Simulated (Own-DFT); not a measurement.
# Computed records: Si$_{47}$N$_{64}$ (beta silicon nitride with one vacancy, atoms displaced)

A calculation, not a measurement: plane-wave PBE density functional theory by an unreviewed code, no spin, of a simulated periodic cell, stress positive in tension, free energy of the whole cell less one offset for each atom, defect cell not probed for a lower state with spin; forces on such cells moved up to 12 meV/angstrom on a denser k mesh; offsets are fitted by least squares, one for each functional and potential file, so energies compare only between cells with the same atoms and settings and are not formation energies; the far tail of each file's local potential was reset to the Coulomb form; each entry is a single point on an unrelaxed cell, so the pressure reflects the starting lattice, mostly measured values (interpolated for alloys), from which strain is counted, and rises with the displacements; printed positions are rounded, which can move forces by about a meV/angstrom; the program, named Own-DFT, is a retired in-house code; no spin-orbit coupling; before rounding, a Quantum ESPRESSO 7.3.1 run of the same cell and cutoff gave forces within 1 meV/angstrom rms on each cell, which checks the program and not the settings. Program: Own-DFT development build.

Settings shared by all entries: functional PBE; potential files PseudoDojo norm-conserving, scalar-relativistic, standard set; wave cutoff 42 hartree; occupations Fermi-Dirac; smearing width 0.1 eV; k mesh 2 x 2 x 4 centred on Gamma.

(1) Si$_{47}$N$_{64}$ (beta silicon nitride with one vacancy, atoms displaced)

```xyz
111
Lattice="15.2120 0.0000 0.0000 -7.6060 13.1740 0.0000 0.0000 0.0000 5.8180" Properties=species:S:1:pos:R:3 Si47N64
Si    -1.5940     5.0498     0.6614
Si     0.2131     2.6667     0.7829
Si     1.4094     5.4018     0.7917
Si     5.4028     1.4832     2.1039
Si     3.6233     3.9524     2.2382
Si     2.4141     1.1080     2.1475
N      2.4027     0.0875     0.7133
N      6.2500     1.9842     0.7853
N      2.7907     4.4181     0.7499
N      1.3729     6.3792     2.1195
N     -2.4398     4.5769     2.2688
N      1.0556     2.2274     2.0615
N      0.0529     4.3814     0.6617
N      3.7406     2.1360     2.1885
Si    -1.6639     5.0415     3.5932
Si     0.3251     2.6242     3.5943
Si     1.4562     5.4665     3.6313
Si     5.4068     1.4667     5.1745
Si     3.5961     3.9895     5.0560
Si     2.4892     1.0737     5.1552
N      2.3726     0.1781     3.6355
N      6.2420     1.9793     3.6507
N      2.7145     4.3906     3.6369
N      1.4398     6.3477     5.0264
N     -2.4423     4.5258     5.0289
N      1.0227     2.2794     5.1003
N      0.0306     4.4875     3.6258
N      3.8272     2.2628     5.1421
Si    -5.3960    11.6065     0.7316
Si    -3.6165     9.3144     0.7159
Si     1.6658     8.0469     2.2391
Si    -0.2036    10.6275     2.2079
Si    -1.4086     7.7698     2.1707
N     -1.4682     6.8146     0.7935
N      2.5299     8.5858     0.6601
N     -0.9430    10.9579     0.8101
N     -2.3863    12.8903     2.1502
N     -6.2645    11.1131     2.1508
N     -2.7742     8.8222     2.1526
N     -3.8260    11.0102     0.7303
N     -0.0694     8.7722     2.2084
Si    -5.4452    11.6143     3.6898
Si    -3.5206     9.1350     3.5386
Si    -2.4189    12.0210     3.6363
Si     1.6291     8.1715     5.1041
Si    -0.2496    10.5277     5.1500
Si    -1.4961     7.7143     5.0414
N     -1.4255     6.7043     3.6278
N      2.4041     8.6564     3.5362
N     -1.0728    11.0077     3.6444
N     -2.3714    12.9833     5.0739
N     -6.2636    11.2265     5.0685
N     -2.7954     8.8117     5.0733
N     -3.7683    11.0284     3.6233
N     -0.1022     8.7019     5.0511
Si     5.9905     5.0268     0.7573
Si     7.7678     2.6323     0.7530
Si     9.0054     5.3843     0.7496
Si    13.0556     1.5931     2.1639
Si    11.2576     3.8475     2.2676
Si    10.0207     1.1240     2.1732
N     10.0905     0.1202     0.6515
N     13.9438     2.0061     0.7372
N     10.3749     4.3579     0.7663
N      8.9949     6.4061     2.2854
N      5.2077     4.5373     2.2104
N      8.7169     2.1977     2.2482
N      7.5136     4.3837     0.7951
N     11.4139     2.2236     2.1788
Si     6.0556     5.0228     3.6307
Si     7.8222     2.6816     3.6896
Si     9.0086     5.3575     3.6287
Si    13.0069     1.5677     5.0704
Si    11.1022     3.9584     5.0890
Si     9.9504     1.1053     5.0825
N      9.9037     0.3245     3.5850
N     13.7890     1.9083     3.6870
N     10.4136     4.4163     3.6809
N      9.0848     6.3682     5.0934
N      5.1486     4.6507     5.1372
N      8.6466     2.1328     5.1434
N      7.6537     4.3284     3.6629
N     11.4512     2.2216     5.1385
Si     2.1953    11.6968     0.7218
Si     4.0177     9.2123     0.7503
Si     5.1650    12.0075     0.7251
Si     9.3808     8.0615     2.2411
Si     7.3883    10.4711     2.2036
Si     6.2774     7.7561     2.2137
N      6.1910     6.7804     0.7040
N     10.0176     8.5488     0.7141
N      6.6280    10.9478     0.7222
N      5.1727    12.8869     2.2530
N      1.3559    11.1812     2.1913
N      4.8235     8.7227     2.1883
N      3.8491    10.9588     0.8498
N      7.5725     8.7805     2.1871
Si     2.2622    11.6418     3.6836
Si     3.9207     9.2642     3.7138
Si     5.1845    11.9437     3.6308
Si     9.2206     8.1801     5.0534
Si     7.3436    10.4954     5.1099
Si     6.2083     7.7435     5.0657
N      6.1574     6.7681     3.5438
N     10.0259     8.5036     3.6838
N      6.5693    10.9993     3.6029
N      5.1930    13.0210     5.1482
N      1.3826    11.2760     5.1316
N      4.8144     8.6690     5.0638
N      3.6900    10.9917     3.6559
N      7.6806     8.8502     5.0268
```

| Quantity | Value |
| --- | --- |
| free energy of cell above offsets | 2.159 eV |
| pressure | 7.73 GPa |
| stress xx | -10.05 GPa |
| stress yy | -5.93 GPa |
| stress zz | -7.21 GPa |
| stress yz | 0.44 GPa |
| stress xz | -0.74 GPa |
| stress xy | -0.71 GPa |

Force:
```tsv
element	x (eV/Å)	y (eV/Å)	z (eV/Å)
Si	0.216	-0.033	1.134
Si	0.911	2.24	-4.808
Si	-0.294	0.062	-3.806
Si	-1.682	-1.892	4.021
Si	-1.33	-2.377	-1.679
Si	-0.123	-1.031	0.367
N	-0.467	2.975	1.033
N	-0.598	-0.325	-1.768
N	1.113	-0.006	0.373
N	0.982	0.916	2.381
N	-0.214	-0.415	-4.858
N	1.948	-1.851	4.606
N	-1.967	0.758	0.755
N	2.076	1.88	-0.094
Si	3.542	-0.171	2.651
Si	-2.492	2.149	0.993
Si	-3.085	-0.103	-0.812
Si	-0.395	0.665	-2.218
Si	-0.842	-1.598	1.927
Si	-0.711	2.223	-1.793
N	-0.439	0.529	0.029
N	-0.324	0.022	-0.042
N	2.413	-0.708	-0.478
N	0.745	2.785	2.811
N	0.035	0.891	1.787
N	2.153	-2.335	0.113
N	-0.808	-2.696	-0.642
N	-0.267	-1.332	-0.063
Si	-0.308	-1.067	-0.04
Si	0.405	1.192	-0.868
Si	-3.49	1.341	-4.496
Si	-1.017	-2.461	1.22
Si	0.402	-1.16	1.114
N	-0.495	-1.666	-2.694
N	-4.235	-1.85	1.567
N	-1.189	0.055	-2.427
N	0.233	1.932	0.427
N	1.452	1.131	1.571
N	0.627	-1.421	-1.928
N	0.273	-1.301	-0.076
N	3.061	1.064	0.212
Si	1.625	0.521	-2.895
Si	-2.5	4.108	4.114
Si	0.414	1.321	0.453
Si	-2.523	-2.037	-1.207
Si	-0.5	-0.097	-0.384
Si	1.268	-1.083	1.323
N	-0.844	3.031	-0.313
N	-0.964	-0.823	4.004
N	2.06	-0.981	1.17
N	-0.311	-0.285	-0.883
N	-0.99	-0.837	1.474
N	-0.361	-0.686	-0.365
N	-2.754	-3.247	0.025
N	2.821	1.983	0.204
Si	-0.634	2.172	-0.352
Si	2.962	1.322	1.316
Si	-1.265	1.602	0.226
Si	-1.28	-2.527	0.767
Si	-2.059	1.716	-1.505
Si	1.433	1.206	-2.368
N	-0.34	3.772	1.962
N	-3.827	-1.628	-0.032
N	0.118	0.49	0.997
N	0.465	-1.814	-2.244
N	-0.094	0.288	0.34
N	-2.325	0.959	-1.647
N	3.305	-0.997	-0.402
N	0.778	-3.025	-0.208
Si	-0.259	0.682	1.083
Si	0.405	-2.756	-0.706
Si	-0.154	2.273	1.542
Si	-0.666	-0.967	2.603
Si	2.79	-2.483	2.283
Si	3.375	1.229	0.03
N	0.524	-4.654	1.998
N	4.016	1.907	-3.217
N	-0.758	0.015	-2.168
N	-0.476	-0.102	0.335
N	0.968	0.236	-1.857
N	-2.102	1.522	0.322
N	-0.94	1.854	0.168
N	-2.723	-0.164	-0.233
Si	0.819	-3.589	1.946
Si	3.421	1.964	0.403
Si	1.206	0.483	1.073
Si	-4.833	0.338	-2.52
Si	-0.288	-0.637	-1.091
Si	-1.466	-0.492	-2.526
N	0.121	0.147	0.458
N	1.264	-0.032	0.812
N	-2.175	1.354	0.648
N	0.421	2.903	-2.303
N	2.853	1.59	0.877
N	-0.88	0.542	1.292
N	-1.753	-0.883	-1.249
N	3.16	-0.241	0.182
Si	-5.612	3.142	-1.407
Si	3.878	0.355	-2.581
Si	-1.029	2.132	1.694
Si	-1.438	-3.068	2.933
Si	1.351	0.791	-1.321
Si	2.183	-1.348	-0.248
N	0.426	-1.134	2.976
N	4.065	1.902	-1.7
N	0.225	-0.645	1.654
N	0.099	-1.963	-1.14
N	-1.121	-1.286	-1.554
N	-1.641	1.812	0.498
N	5.845	-2.086	0.751
N	-2.588	-2.077	0.193
```

(2) Si$_{47}$N$_{64}$ (beta silicon nitride with one vacancy, atoms displaced)

```xyz
111
Lattice="15.2120 0.0000 0.0000 -7.6060 13.1740 0.0000 0.0000 0.0000 5.8180" Properties=species:S:1:pos:R:3 Si47N64
Si    -1.6537     5.1070     0.7714
Si     0.1427     2.5374     0.7109
Si     1.3710     5.4545     0.6983
Si     5.4120     1.5446     2.1993
Si     3.6258     3.9520     2.2163
Si     2.4324     1.0418     2.2325
N      2.4512     0.2519     0.6734
N      6.2059     2.0935     0.7327
N      2.9397     4.3849     0.7069
N      1.2815     6.4003     2.1477
N     -2.4113     4.5978     2.1590
N      1.0153     2.2184     2.2098
N     -0.0237     4.3812     0.7448
N      3.8469     2.2414     2.1862
Si    -1.6189     5.0933     3.5021
Si     0.2383     2.7427     3.6034
Si     1.4914     5.5603     3.6608
Si     3.6102     3.9440     5.1647
Si     2.3648     1.1971     5.0333
N      2.4069     0.2292     3.5835
N      6.3304     1.9755     3.5839
N      2.7794     4.4761     3.6910
N      1.3294     6.4425     5.1326
N     -2.4092     4.7318     5.0155
N      1.0557     2.2333     5.0113
N     -0.0045     4.3188     3.7250
N      3.7872     2.2114     5.1398
Si    -5.3122    11.6898     0.7040
Si    -3.4920     9.2960     0.7308
Si    -2.4098    11.9677     0.7445
Si     1.6515     8.0959     2.2248
Si    -0.3053    10.5035     2.1673
Si    -1.4567     7.7472     2.1618
N     -1.3401     6.8184     0.7245
N      2.4177     8.5371     0.7641
N     -0.9960    10.9476     0.7255
N     -2.4274    12.9307     2.1089
N     -6.2204    11.1749     2.1745
N     -2.8335     8.8136     2.1294
N     -3.8241    10.9862     0.7126
N      0.0250     8.8897     2.0989
Si    -5.4817    11.6239     3.6245
Si    -3.6216     9.2425     3.6654
Si    -2.3852    11.9528     3.6354
Si     1.6162     8.0487     5.1087
Si    -0.2888    10.5213     5.1105
Si    -1.3902     7.7454     5.0893
N     -1.4488     6.7682     3.5660
N      2.3821     8.6034     3.6632
N     -1.0018    11.0168     3.5486
N     -2.4279    12.9333     5.2169
N     -6.1681    11.1512     5.0361
N     -2.7431     8.8236     5.0138
N     -3.8109    10.9737     3.6882
N      0.0073     8.8118     5.0736
Si     6.0128     5.0510     0.7933
Si     7.8654     2.7030     0.7901
Si     8.8702     5.4503     0.6739
Si    13.0038     1.5084     2.0982
Si    11.1195     4.0137     2.0428
Si    10.0490     1.1213     2.1368
N      9.9931     0.1509     0.6697
N     13.7339     1.9189     0.7167
N     10.3704     4.2749     0.6684
N      9.0146     6.3926     2.1565
N      5.1480     4.5670     2.1645
N      8.5878     2.1173     2.0996
N      7.6681     4.3667     0.7851
N     11.3165     2.2285     2.1681
Si     6.0176     5.1820     3.6884
Si     7.7587     2.7466     3.6339
Si     9.0096     5.4556     3.6483
Si    13.0163     1.4862     5.1538
Si    11.2842     3.9466     5.0581
Si    10.0419     1.1725     5.0809
N     10.0923     0.1632     3.6052
N     13.8727     1.9793     3.6543
N     10.3874     4.5603     3.6594
N      8.9931     6.3523     5.0221
N      5.2129     4.5794     5.0674
N      8.6469     2.2200     4.9867
N      7.6239     4.4449     3.6705
N     11.4035     2.2090     5.0330
Si     2.1879    11.6452     0.6986
Si     4.0126     9.2060     0.7229
Si     5.1414    12.1645     0.6542
Si     9.2358     8.0618     2.0952
Si     7.4041    10.4726     2.1750
Si     6.2391     7.7726     2.2079
N      6.1996     6.7630     0.7211
N      9.8679     8.5519     0.6922
N      6.5565    11.0331     0.7383
N      5.1934    12.8859     2.1687
N      1.4253    11.1635     2.1869
N      4.7749     8.8299     2.1389
N      3.7765    10.9785     0.7803
N      7.5637     8.7806     2.1916
Si     2.2131    11.6943     3.5803
Si     4.0393     9.2881     3.6426
Si     5.1276    12.0157     3.6755
Si     9.2013     8.1914     5.1687
Si     7.3550    10.4277     5.1080
Si     6.1924     7.6942     5.1292
N      6.2133     6.7730     3.6046
N     10.0031     8.5864     3.6288
N      6.5057    10.9167     3.5367
N      5.2134    12.9505     5.0168
N      1.2815    11.1834     5.0521
N      4.9450     8.7262     5.0625
N      3.7692    10.9971     3.6096
N      7.5267     8.8074     5.1341
```

| Item | Value |
| --- | --- |
| free energy of cell above offsets | 4.094 eV |
| pressure | 8.47 GPa |
| stress xx | -5.73 GPa |
| stress yy | -9.26 GPa |
| stress zz | -10.41 GPa |
| stress yz | 1.31 GPa |
| stress xz | -0.67 GPa |
| stress xy | -0.28 GPa |

Force:
```tsv
element	x (eV/Å)	y (eV/Å)	z (eV/Å)
Si	2.615	-0.313	-3.602
Si	2.286	3.111	0.021
Si	0.056	-2.744	1.221
Si	0.799	-1.384	-0.519
Si	-1.454	-1.349	0.576
Si	0.609	5.131	-4.713
N	-1.133	-1.119	0.823
N	0.609	-0.101	1.076
N	-5.411	3.716	3.759
N	1.254	0.115	1.065
N	-2.745	-0.844	-1.448
N	1.067	-1.781	-2.437
N	-0.155	-0.832	-0.014
N	-2.325	-1.231	0.67
Si	2.777	-1.385	4.059
Si	-1.123	-2.524	0.334
Si	-3.233	-2.836	-0.732
Si	2.773	-2.546	-4.304
Si	3.294	-0.399	0.67
N	-0.702	-3.491	3.75
N	-2.498	-0.932	-1.189
N	1.216	-0.015	-0.691
N	0.419	-2.268	-0.929
N	-0.473	-0.447	1.59
N	-1.92	-0.328	2.363
N	-0.166	6.376	-0.861
N	-0.937	0.216	-0.545
Si	-2.947	0.156	-0.308
Si	-3.309	0.955	-2.826
Si	0.413	1.187	-0.516
Si	-2.764	1.532	-1.131
Si	4.704	0.536	-0.418
Si	2.883	1.681	-0.087
N	-1.221	-0.341	-0.112
N	0.924	-0.433	-1.231
N	-2.619	1.071	0.184
N	0.145	0.815	3.073
N	0.085	0.346	-1.409
N	1.254	-1.589	2.473
N	1.571	-1.997	0.493
N	-0.908	-4.482	0.859
Si	3.143	0.955	-0.858
Si	-1.32	1.81	-1.947
Si	-1.614	3.927	1.244
Si	-1.144	4.624	0.657
Si	2.085	-0.796	-2.514
Si	1.645	0.02	-1.256
N	-0.003	1.972	0.869
N	1.908	-0.631	0.674
N	-0.737	-0.232	3.047
N	0.173	-0.807	-3.983
N	-2.396	-0.535	2.695
N	0.236	-0.975	2.657
N	-0.554	-0.306	-0.699
N	-0.694	-1.545	-0.182
Si	0.167	-1.54	-1.992
Si	-2.175	-1.37	-4.742
Si	3.457	0.685	0.176
Si	-3.017	-0.963	6.28
Si	1.405	-2.482	5.767
Si	-1.42	-0.063	0.383
N	0.506	1.902	0.262
N	3.664	1.378	-0.123
N	-2.601	3.158	-2.62
N	0.068	-1.01	-0.663
N	2.858	2.269	2.018
N	2.327	-0.849	3.629
N	-3.051	0.845	0.062
N	2.905	0.576	-0.352
Si	-0.248	-5.516	-1.179
Si	1.879	-0.645	-0.673
Si	-1.394	-0.056	-1.911
Si	-2.181	0.821	-6.095
Si	-1.577	-0.355	-1.228
Si	-1.125	-0.157	-1.308
N	-0.163	2.301	0.269
N	-1.131	-0.793	-0.674
N	3.003	-2.3	-1.893
N	-0.103	3.348	3.026
N	0.55	1.365	1.23
N	0.418	-0.328	2.478
N	-0.86	0.628	-0.399
N	1.677	-0.176	0.467
Si	-0.859	-1.741	-0.235
Si	-0.326	2.433	-1.57
Si	0.024	-5.632	2.347
Si	-2.589	0.76	4.297
Si	-1.032	1.001	-1.18
Si	-1.483	-0.181	-1.117
N	0.037	0.178	1.512
N	6.975	3.033	2.831
N	0.381	0.183	-1.194
N	0.162	3.771	0.282
N	-2.016	-0.007	-1.22
N	2.178	-2.275	2.103
N	0.951	-0.219	-1.49
N	2.228	-0.454	-0.097
Si	-1.704	-1.919	1.467
Si	-0.296	0.221	-0.123
Si	0.99	-1.964	-3.676
Si	-3.982	-2.827	-7.129
Si	-0.668	3.652	-0.762
Si	2.719	-0.701	-1.231
N	-0.057	3.649	0.767
N	-0.058	-0.677	-0.069
N	0.333	0.655	3.157
N	0.217	2.447	1.422
N	2.008	1.206	0.117
N	-4.892	2.338	0.299
N	0.527	-1.113	1.016
N	1.958	-3.205	-0.16
```

(3) Si$_{47}$N$_{64}$ (beta silicon nitride with one vacancy, atoms displaced)

```xyz
111
Lattice="15.2120 0.0000 0.0000 -7.6060 13.1740 0.0000 0.0000 0.0000 5.8180" Properties=species:S:1:pos:R:3 Si47N64
Si    -1.5619     5.0608     0.6060
Si     0.1278     2.7098     0.7788
Si     1.3479     5.5140     0.6987
Si     5.4613     1.4971     2.0986
Si     3.5973     3.9029     2.2287
Si     2.3748     1.1104     2.1698
N      2.4452     0.1648     0.7276
N      6.2134     2.0030     0.7286
N      2.7673     4.4701     0.7773
N      1.3932     6.3054     2.1126
N     -2.3805     4.7039     2.1153
N      1.0922     2.2695     2.1667
N     -0.0119     4.3860     0.7591
N      3.8208     2.2813     2.1565
Si    -1.6466     5.0590     3.6944
Si     0.3641     2.6722     3.6026
Si     1.3718     5.3782     3.5843
Si     5.2766     1.4894     5.0943
Si     3.6080     3.9202     5.0624
Si     2.3186     1.1276     5.0904
N      2.3836     0.1003     3.6886
N      6.2560     2.0204     3.5806
N      2.7295     4.4522     3.7298
N      1.4038     6.4249     5.0391
N     -2.3804     4.6103     5.1302
N      1.0609     2.2161     5.0286
N      0.0059     4.3080     3.7098
N      3.8521     2.2922     5.1756
Si    -5.3632    11.6656     0.7106
Si    -3.5645     9.3169     0.7948
Si    -2.3674    12.0364     0.7488
Si     1.5716     8.0608     2.1325
Si    -0.2633    10.5088     2.2639
Si    -1.4660     7.7131     2.1549
N     -1.3666     6.7302     0.7844
N      2.4242     8.5638     0.7558
N     -1.0832    10.9566     0.6404
N     -2.3268    12.9528     2.1866
N     -6.1840    11.2320     2.2227
N     -2.7695     8.6733     2.2193
N     -3.7949    10.9179     0.7113
N      0.0738     8.8480     2.3045
Si    -5.3367    11.6735     3.6012
Si    -3.4644     9.3104     3.5947
Si    -2.4171    12.0781     3.6853
Si     1.7013     8.0564     5.0352
Si    -0.2425    10.6120     5.0472
Si    -1.4432     7.7843     5.1512
N     -1.4552     6.7806     3.6217
N      2.4702     8.5342     3.6549
N     -1.0318    11.0068     3.6993
N     -2.4386    12.9817     5.0235
N     -6.2084    11.1951     5.0947
N     -2.7901     8.7984     5.0253
N     -3.8685    10.9586     3.6319
N      0.0029     8.7650     5.1063
Si     7.8210     2.6641     0.7386
Si     9.0767     5.4578     0.7070
Si    13.0201     1.5939     2.1283
Si    11.0384     3.9554     2.1613
Si    10.0511     1.2019     2.1157
N     10.0437     0.1878     0.6417
N     13.8528     2.0046     0.7865
N     10.4444     4.3673     0.7315
N      9.0752     6.3715     2.2301
N      5.2464     4.5921     2.2051
N      8.6097     2.1825     2.0394
N      7.6901     4.5188     0.6972
N     11.4382     2.1423     2.1459
Si     5.9490     5.0534     3.5925
Si     7.8209     2.6327     3.6015
Si     8.9626     5.4707     3.6876
Si    13.0019     1.5222     5.1190
Si    11.1831     3.9379     5.1332
Si     9.9883     1.1082     5.0557
N     10.1083     0.1803     3.5617
N     13.9387     1.9687     3.5425
N     10.4309     4.4035     3.6023
N      9.0568     6.3362     5.0979
N      5.2412     4.6976     5.0485
N      8.6170     2.2006     5.1539
N      7.6178     4.3269     3.6680
N     11.4563     2.1883     5.1360
Si     2.1107    11.6577     0.7356
Si     4.0264     9.2104     0.7648
Si     5.2313    12.0631     0.7567
Si     9.1856     8.0917     2.1500
Si     7.3807    10.4443     2.2916
Si     6.2369     7.8230     2.1221
N      6.2189     6.8590     0.7342
N     10.0424     8.5357     0.6975
N      6.6221    11.0719     0.9246
N      5.2054    12.9306     2.1903
N      1.4518    11.1585     2.2214
N      4.8302     8.7802     2.1875
N      3.7639    11.1031     0.7452
N      7.6271     8.8080     2.1195
Si     2.2154    11.7409     3.6789
Si     4.1234     9.1916     3.6797
Si     5.2399    12.0522     3.6065
Si     9.1601     8.1154     5.1113
Si     7.4305    10.5419     5.0818
Si     6.1592     7.6813     5.1799
N      6.1574     6.7531     3.5969
N      9.9520     8.5953     3.5746
N      6.4909    10.9153     3.6400
N      5.1758    12.9592     5.0527
N      1.3206    11.2137     5.1044
N      4.8043     8.8567     5.1302
N      3.8641    11.0397     3.6828
N      7.7394     8.6917     5.0123
```

| Property | Result |
| --- | --- |
| free energy of cell above offsets | 5.313 eV |
| pressure | 8.69 GPa |
| stress xx | -7.13 GPa |
| stress yy | -8.73 GPa |
| stress zz | -10.21 GPa |
| stress yz | -0.24 GPa |
| stress xz | -0.98 GPa |
| stress xy | 3.35 GPa |

Force:
```tsv
element	x (eV/Å)	y (eV/Å)	z (eV/Å)
Si	0.677	0.034	5.85
Si	3.41	0.654	-1.526
Si	0.902	-3.27	-2.341
Si	-1.75	2.202	2.806
Si	0.917	3.581	-0.95
Si	2.158	1.585	0.775
N	-0.199	1.54	-0.198
N	0.553	-0.869	-2.492
N	0.43	-0.385	-1.066
N	-0.207	3.209	2.944
N	-2.442	-1.663	1.172
N	0.71	-1.608	-1.568
N	0.784	0.721	-0.677
N	-0.354	-5.57	0.517
Si	1.867	-0.143	-3.99
Si	-4.005	0.511	0.29
Si	-1.826	1.356	1.176
Si	4.121	2.827	-0.836
Si	1.419	3.472	3.129
Si	2.852	0.672	0.379
N	0.471	5.591	-1.107
N	-1.915	-2.208	0.895
N	1.514	-1.505	-2.327
N	-0.402	-2.282	-0.059
N	-3.473	-1.359	-2.452
N	-0.578	-0.696	3.283
N	-0.572	2.708	-0.381
N	-3.338	-3.609	-0.82
Si	-1.321	-2.258	0.954
Si	-1.095	-3.694	-2.352
Si	-2.081	-0.65	-1.215
Si	0.935	0.266	2.057
Si	2.572	-0.076	-2.418
Si	4.593	-1.702	2.034
N	-0.311	2.719	-2.355
N	0.502	-0.337	-1.283
N	0.73	0.297	3.28
N	-0.305	0.028	-0.017
N	-1.375	-0.537	-1.404
N	-1.644	2.492	-2.148
N	0.763	4.167	0.37
N	-3.109	-1.797	-0.938
Si	-2.956	-3.49	1.217
Si	-4.944	-0.96	1.187
Si	-1.307	-2.735	-2.837
Si	-2.704	1.965	1.842
Si	2.122	-5.056	2.567
Si	2.556	-1.453	-1.647
N	0.046	0.537	1.623
N	1.271	0.199	-2.337
N	-2.539	1.645	-3.012
N	0.03	0.353	3.752
N	0.344	0.777	-0.39
N	0.004	0.022	3.116
N	4.887	0.811	-0.144
N	0.24	1.384	0.154
Si	-3.251	4.224	-2.897
Si	-1.253	0.205	1.705
Si	-0.449	-2.468	3.659
Si	6.843	-2.355	1.138
Si	-0.044	-1.938	-0.725
N	-0.943	0.186	1.751
N	-0.39	-0.772	-3.341
N	-2.428	2.028	-1.736
N	0.086	-0.078	-1.292
N	-3.024	-1.604	-1.291
N	2.414	-1.519	5.416
N	-0.638	-3.58	0.219
N	-1.326	2.868	0.236
Si	2.974	1.135	0.785
Si	0.496	0.618	0.679
Si	-0.208	-2.019	-1.547
Si	1.511	-0.16	-2.318
Si	1.768	-1.869	-2.359
Si	1.478	1.686	-0.332
N	-1.214	3.407	0.518
N	-0.79	-0.429	2.128
N	-1.895	0.992	3.141
N	0.783	2.26	0.347
N	-2.77	-1.674	0.772
N	1.131	-1.319	-3.329
N	0.452	1.475	-0.338
N	-1.942	0.702	-0.517
Si	2.521	0.298	0.334
Si	-1.516	3.186	0.15
Si	-1.371	-0.947	-0.938
Si	0.713	0.238	0.421
Si	2.08	1.724	-1.421
Si	0	-3.553	0.884
N	0.04	-0.613	1.942
N	1.237	0.401	0.921
N	0.32	-0.671	-4.359
N	0.555	3.638	-0.45
N	-2.918	0.207	0.378
N	0.214	0.22	0.551
N	0.546	-3.104	-0.12
N	-0.062	-0.735	0.349
Si	1.362	-3.682	-0.679
Si	-3.367	3.007	-1.654
Si	-1.604	-0.11	0.756
Si	6.317	-2.248	-1.832
Si	-0.774	-1.958	1.976
Si	1.435	0.443	-3.715
N	0.422	3.102	0.609
N	2.789	0.581	1.442
N	1.999	-0.384	2.049
N	1.368	1.145	1.531
N	0.871	1.074	-0.825
N	2.501	-1.858	0.872
N	-1.706	-2.015	-0.042
N	-8.972	4.197	0.315
```
